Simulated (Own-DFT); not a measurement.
## Calculated data, GaP (zincblende, strained, atoms displaced)

Computed with Own-DFT development build. A calculation, not a measurement: plane-wave PBE density functional theory by an unreviewed code, no spin, of a simulated periodic cell, stress positive in tension, free energy of the whole cell less one offset for each atom, forces on such cells passed a denser k mesh, this cell's mesh not checked; offsets are fitted by least squares, one for each functional and potential file, so energies compare only between cells with the same atoms and settings and are not formation energies; the far tail of each file's local potential was reset to the Coulomb form; each entry is a single point on an unrelaxed cell, so the pressure reflects the starting lattice, mostly measured values (interpolated for alloys), from which strain is counted, and rises with the displacements; printed positions are rounded, which can move forces by about a meV/angstrom; the program, named Own-DFT, is a retired in-house code; no spin-orbit coupling.

### GaP (zincblende, strained, atoms displaced)

```cif
# cell vector a (Å): 10.9389 -0.0418 -0.2145
# cell vector b (Å): -0.0418 10.9299 0.0654
# cell vector c (Å): -0.2145 0.0654 11.0622
data_GaP
_symmetry_space_group_name_H-M 'P 1'
_symmetry_Int_Tables_number 1
_cell_length_a 10.9411
_cell_length_b 10.9302
_cell_length_c 11.0645
_cell_angle_alpha 89.314
_cell_angle_beta 92.235
_cell_angle_gamma 90.445
_cell_volume 1322.04
loop_
_atom_site_label
_atom_site_type_symbol
_atom_site_fract_x
_atom_site_fract_y
_atom_site_fract_z
_atom_site_occupancy
Ga1 Ga 0.99794 0.99805 0.99668 1
Ga2 Ga 0.00187 0.25175 0.25188 1
Ga3 Ga 0.24609 0.99966 0.25157 1
Ga4 Ga 0.24952 0.25367 0.99831 1
P1 P 0.13048 0.12255 0.12603 1
P2 P 0.12256 0.37075 0.36703 1
P3 P 0.37162 0.12698 0.37451 1
P4 P 0.36803 0.37428 0.11919 1
Ga5 Ga 0.99374 0.99598 0.49944 1
Ga6 Ga 0.99831 0.25279 0.75070 1
Ga7 Ga 0.25459 0.99898 0.75135 1
Ga8 Ga 0.24399 0.25360 0.50038 1
P5 P 0.12221 0.11668 0.63132 1
P6 P 0.11747 0.37999 0.87095 1
P7 P 0.37394 0.12174 0.86654 1
P8 P 0.38022 0.37483 0.61961 1
Ga9 Ga 0.99890 0.49564 0.00004 1
Ga10 Ga 0.99271 0.74862 0.25300 1
Ga11 Ga 0.25727 0.50210 0.24931 1
Ga12 Ga 0.24389 0.75375 0.00003 1
P9 P 0.11172 0.62459 0.12697 1
P10 P 0.12931 0.87234 0.36986 1
P11 P 0.37544 0.63177 0.37457 1
P12 P 0.37688 0.86959 0.13287 1
Ga13 Ga 0.00166 0.49157 0.50044 1
Ga14 Ga 0.00283 0.75143 0.74916 1
Ga15 Ga 0.25062 0.49318 0.74689 1
Ga16 Ga 0.24969 0.75352 0.50059 1
P13 P 0.12952 0.62460 0.62674 1
P14 P 0.11867 0.87735 0.87705 1
P15 P 0.37193 0.62567 0.87450 1
P16 P 0.37326 0.86998 0.63010 1
Ga17 Ga 0.50456 0.00280 0.00280 1
Ga18 Ga 0.49601 0.25528 0.24153 1
Ga19 Ga 0.75773 0.00044 0.25258 1
Ga20 Ga 0.74714 0.25780 0.00684 1
P17 P 0.62626 0.12651 0.12429 1
P18 P 0.63150 0.37565 0.37466 1
P19 P 0.87848 0.13275 0.38424 1
P20 P 0.87844 0.37261 0.13011 1
Ga21 Ga 0.50516 0.99504 0.50296 1
Ga22 Ga 0.49712 0.25320 0.75456 1
Ga23 Ga 0.75448 0.00108 0.74938 1
Ga24 Ga 0.74456 0.25256 0.50042 1
P21 P 0.63225 0.12523 0.62715 1
P22 P 0.62598 0.37133 0.86465 1
P23 P 0.88237 0.12188 0.87293 1
P24 P 0.87273 0.37617 0.62971 1
Ga25 Ga 0.50461 0.49352 0.99541 1
Ga26 Ga 0.49154 0.74353 0.25437 1
Ga27 Ga 0.75402 0.50275 0.25192 1
Ga28 Ga 0.76114 0.74435 0.99832 1
P25 P 0.63259 0.62307 0.13063 1
P26 P 0.62516 0.87397 0.37968 1
P27 P 0.86809 0.61698 0.38396 1
P28 P 0.87691 0.87142 0.12089 1
Ga29 Ga 0.50386 0.49985 0.50153 1
Ga30 Ga 0.49723 0.75274 0.75134 1
Ga31 Ga 0.75237 0.50156 0.74987 1
Ga32 Ga 0.75147 0.75542 0.49686 1
P29 P 0.62382 0.63033 0.61899 1
P30 P 0.63056 0.87501 0.86350 1
P31 P 0.87665 0.62138 0.87697 1
P32 P 0.87961 0.86810 0.62556 1
```

```
functional                        : PBE
potential files                   : PseudoDojo norm-conserving, scalar-relativistic, standard set
wave cutoff                       : 42 hartree
occupations                       : Fermi-Dirac
smearing width                    : 0.1 eV
hardware                          : one NVIDIA H100
k mesh                            : 3 x 3 x 3 centred on Gamma
free energy of cell above offsets : -33.436 eV
pressure                          : 1.6 GPa
stress xx                         : -1.83 GPa
stress yy                         : -1.91 GPa
stress zz                         : -1.07 GPa
stress yz                         : 1.01 GPa
stress xz                         : -3.69 GPa
stress xy                         : -0.69 GPa
wall time                         : 576.8 s
```

Force:
```
element  x (eV/Å)  y (eV/Å)  z (eV/Å)
     Ga     0.518     0.092     0.734
     Ga    -0.109    -1.468    -0.559
     Ga     0.952    -0.264    -0.012
     Ga    -0.646    -0.938    -0.836
      P    -0.968     0.533    -0.548
      P      0.83     1.386     0.967
      P     0.488     0.046     0.313
      P     0.863     0.967     0.212
     Ga     0.966      -0.3      0.08
     Ga     0.174    -0.901    -0.254
     Ga    -0.795    -0.891    -0.329
     Ga     0.181    -1.033     0.138
      P    -0.022     1.051    -0.649
      P     0.852    -0.304     0.441
      P     0.417     0.863     1.571
      P    -0.663      0.08     0.369
     Ga    -0.052    -0.093     0.207
     Ga     0.145    -0.614     0.387
     Ga     -0.95     0.088     -0.24
     Ga     0.184    -0.677     0.394
      P     1.201      0.11     0.073
      P    -1.118     0.329     0.567
      P    -0.506    -1.197      1.06
      P     -0.44     1.044    -1.054
     Ga     0.205     0.253     0.203
     Ga      0.24    -0.977     0.259
     Ga     0.423     0.288     0.091
     Ga    -0.068    -0.537     0.052
      P    -0.473    -0.005    -0.468
      P     0.794     0.181    -0.352
      P     0.137    -0.072     0.308
      P         0     1.039    -0.655
     Ga     -0.29    -0.916     -0.59
     Ga     0.356    -0.667     0.869
     Ga    -0.305    -0.064     0.039
     Ga     0.373     -0.89    -0.794
      P     0.131     0.296     0.527
      P    -1.204     0.368    -0.617
      P     -0.38    -0.231    -0.793
      P    -0.405     0.689    -0.323
     Ga    -0.539     0.516     0.092
     Ga      0.04    -1.116    -1.115
     Ga     0.486     -0.34    -0.256
     Ga     0.613    -0.372     0.482
      P    -0.976     0.291    -0.049
      P     0.421     0.839      1.22
      P    -1.048     1.008     0.443
      P    -0.002     -0.01    -0.569
     Ga     -0.05     0.547     0.166
     Ga     1.808     0.343     -0.48
     Ga     0.044    -0.901    -0.079
     Ga    -1.241     0.097    -0.237
      P    -1.002     0.425     -0.88
      P    -0.201     0.417    -1.139
      P     0.931     1.124    -0.171
      P    -0.164     0.878     0.604
     Ga     0.087     0.051    -0.683
     Ga     0.403    -1.053     0.018
     Ga    -0.439     0.294    -0.492
     Ga     0.083    -0.915     0.457
      P     0.229     0.057     0.904
      P    -0.104     0.012     1.568
      P     0.229     0.303    -0.457
      P    -0.644     0.845    -0.139
```
